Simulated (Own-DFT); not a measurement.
# One host, several defects: zincblende GaAs

The numbers are computed, not measured, by runs of the plane-wave DFT program Own-DFT (in-house, retired, unreviewed) at fixed positions, with no spin and no spin-orbit coupling.

All runs used: PBE; PseudoDojo norm-conserving scalar-relativistic files; cutoff 42 hartree; 3 x 3 x 3 k mesh centred on Gamma; Fermi-Dirac smearing of 0.1 eV.

Keep in mind (not all hold for every row): not probed for a lower state with spin; forces not confirmed at this smearing and k mesh; stress not checked against mesh or cutoff.

All runs share one cell, with vectors in Å (10.862, 0.000, 0.000); (0.000, 10.862, 0.000); (0.000, 0.000, 11.796) and a volume of 1391.7 Å³, strained against the parent crystal. The atoms are randomly displaced, by u rms on each axis. The defect's site can differ from row to row.

```
cell,formula,u (Å),P (GPa)
no defect,As32Ga32,0.0323,6.73
no defect,As32Ga32,0.0475,6.96
no defect,As32Ga32,0.0515,7.03
one As vacancy and one Ga vacancy,As31Ga31,0.0308,5.95
one As vacancy and one Ga vacancy,As31Ga31,0.0521,6.51
one As vacancy and one Ga vacancy,As31Ga31,0.0552,6.37
one Al on a Ga site,AlAs32Ga31,0.0300,6.64
one Al on a Ga site,AlAs32Ga31,0.0510,7.00
one Al on a Ga site,AlAs32Ga31,0.0545,7.22
one In on a Ga site,As32Ga31In,0.0291,?
one In on a Ga site,As32Ga31In,0.0292,7.41
one In on a Ga site,As32Ga31In,0.0299,7.43
one In on a Ga site,As32Ga31In,0.0303,7.45
one P on an As site,As31Ga32P,0.0292,6.37
one P on an As site,As31Ga32P,0.0474,6.69
one P on an As site,As31Ga32P,0.0514,6.97
```

## Working it out

P = P0 + c u² + a shift for each defect gives P0 = 6.40 GPa, c = 253 ± 28 GPa/Å² and a scatter of 0.08 GPa. The shifts, and each times the cell's volume:

- one In on a Ga site: 0.80 ± 0.07 GPa, 6.9 eV
- one Al on a Ga site: 0.00 ± 0.07 GPa, 0.0 eV (not resolved)
- one P on an As site: -0.21 ± 0.07 GPa, -1.8 eV
- one As vacancy and one Ga vacancy: -0.69 ± 0.07 GPa, -6.0 eV

A positive shift means that the defect pushes the cell outwards. Shift times volume (160.2 GPa Å³ is 1 eV) depends little on the cell's size, so, taken for each site, it can be compared between cells at like pressure. The atoms around the defects weren't relaxed, which would change these numbers.

## Test on the hidden row

Asked: what pressure belongs in the blank (one In on a Ga site, u = 0.0291 Å)?

The fit gives 7.42 ± 0.09 GPa. Computed: 7.41 GPa.
